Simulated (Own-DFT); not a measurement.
# Strain and stress in wurtzite GaN, 96 atoms (Ga48N48)

Calculated results; nothing here was measured. They come from Own-DFT, an in-house plane-wave density functional program, since retired, whose code no person has reviewed. Each row is one single-point run on a periodic cell that was not relaxed, without spin or spin-orbit coupling.

Settings of every run: PBE; PseudoDojo norm-conserving scalar-relativistic files (stringent for Ga); cutoff 96 hartree; 3 x 4 x 3 k mesh centred on Gamma; Gaussian smearing of 0.01 eV.

Known limits: forces on such cells passed a denser k mesh, each cell not checked; stress not checked against mesh or cutoff.

Unstrained cell vectors in Å: (12.756, 0.000, 0.000); (-4.784, 8.285, 0.000); (0.000, 0.000, 10.370). The unstrained cell has measured lattice constants (interpolated for alloys), not those of this functional. That, the random moves and any unrelaxed bonds set the pressure at no strain. Each run strains this cell uniformly, with the atoms carried along. Every atom was also moved at random, by a Gaussian of width 0.05 Å on each axis. Strain is the symmetric tensor, in per cent. Stress is positive in tension, and the pressure is minus a third of its trace.

```
run,e_xx (%),e_yy (%),e_zz (%),e_yz (%),e_xz (%),e_xy (%),s_xx (GPa),s_yy (GPa),s_zz (GPa),s_yz (GPa),s_xz (GPa),s_xy (GPa),P (GPa),E (meV/atom)
1,0.64,1.78,-1.73,-1.56,-0.42,-0.61,-2.58,-1.46,-14.32,-2.81,0.02,-0.97,6.12,28.9
2,-1.94,1.01,1.13,-1.43,-0.05,-1.60,-13.82,-5.17,-2.01,-3.15,-0.13,-4.41,7.00,15.6
3,0.19,-1.96,-0.39,0.23,-0.37,-0.49,-8.65,-14.95,-12.79,0.11,-0.99,-1.02,12.13,38.8
4,-0.16,1.98,-0.34,-1.32,-1.77,0.08,-7.01,-0.31,-6.70,-3.32,-3.90,-0.52,4.67,20.1
5,-0.50,-1.12,1.34,1.93,0.02,-1.05,-8.70,-12.24,-2.85,4.31,-0.12,-1.92,7.93,21.6
6,0.46,-1.84,-1.43,0.50,1.46,-0.38,-7.53,-17.25,-15.62,1.00,3.49,-1.44,13.47,39.9
7,0.14,1.99,-0.60,-1.13,1.35,-1.90,-6.29,1.54,-9.77,-2.02,4.23,-5.22,4.84,19.9
8,1.51,-0.23,-1.68,0.31,0.86,-0.78,-1.93,-8.54,-14.19,0.68,2.26,-1.53,8.22,19.9
9,1.63,-1.70,1.85,-1.86,0.49,1.18,-1.51,-12.17,0.57,-4.27,0.82,3.68,4.37,25.2
10,1.40,0.29,1.20,0.37,1.31,0.88,-1.68,-3.34,-0.78,0.77,2.93,2.93,1.93,5.5
11,1.64,-1.63,1.81,1.76,-1.36,0.34,-0.94,-11.26,0.10,4.12,-3.36,1.75,4.03,16.9
12,-0.13,1.25,-1.14,0.72,0.48,1.76,-8.37,-2.64,-11.35,1.28,1.07,5.30,7.45,21.9
13,-0.86,1.27,1.54,1.45,-1.82,-0.74,-9.17,-2.41,-0.34,3.06,-4.15,-1.77,3.97,17.8
14,-0.56,-0.36,-1.53,1.00,-1.82,-1.84,-10.82,-11.04,-14.98,2.77,-4.17,-5.33,12.28,30.9
15,0.05,0.14,-0.31,-0.23,0.38,-0.05,-6.83,-5.77,-8.40,-0.91,1.02,0.86,7.00,0.0
16,-0.43,-1.99,1.71,-0.67,-0.18,1.67,?,?,?,?,?,?,?,?
```

E is the free energy for each atom above the lowest run shown.

## Worked fit

Each stress component was fitted by least squares to a constant and the strains of the runs shown, as fractions, with shears doubled. Shear strains stay in the fit of a normal stress only where such slopes are resolved. The slopes, in GPa:

| stress | at no strain | per e_xx | per e_yy | per e_zz | scatter |
|---|---|---|---|---|---|
| s_xx | -7.4 | 401 ± 21 | 72 ± 15 | 41 ± 15 | 0.73 |
| s_yy | -7.6 | 118 ± 25 | 429 ± 18 | 77 ± 18 | 0.88 |
| s_zz | -7.7 | 57 ± 23 | 96 ± 17 | 465 ± 16 | 0.81 |

Each shear stress against twice its own strain: yz 112 ± 4, xz 118 ± 3, xy 138 ± 9 GPa. These are stiffnesses along x, y and z of the frame in which the cell vectors are given, which need not be the crystal's axes. The atoms are held to the strained lattice; where symmetry lets them move under strain, relaxing them would lower some slopes. The table should be nearly symmetric about its diagonal, and what it lacks of that shows the noise. A ninth of its sum, 195 ± 5 GPa, estimates the bulk modulus near the mean pressure of these runs, 7.0 GPa, so it lies above the value at zero pressure.

## Withheld run

Question: what normal stresses and pressure should run 16 give?

The fit gives s_xx = -9.8, s_yy = -15.4, s_zz = -1.9 and P = 9.0 GPa. The calculation gave -10.05, -15.06, -1.83 and P = 8.98 GPa.
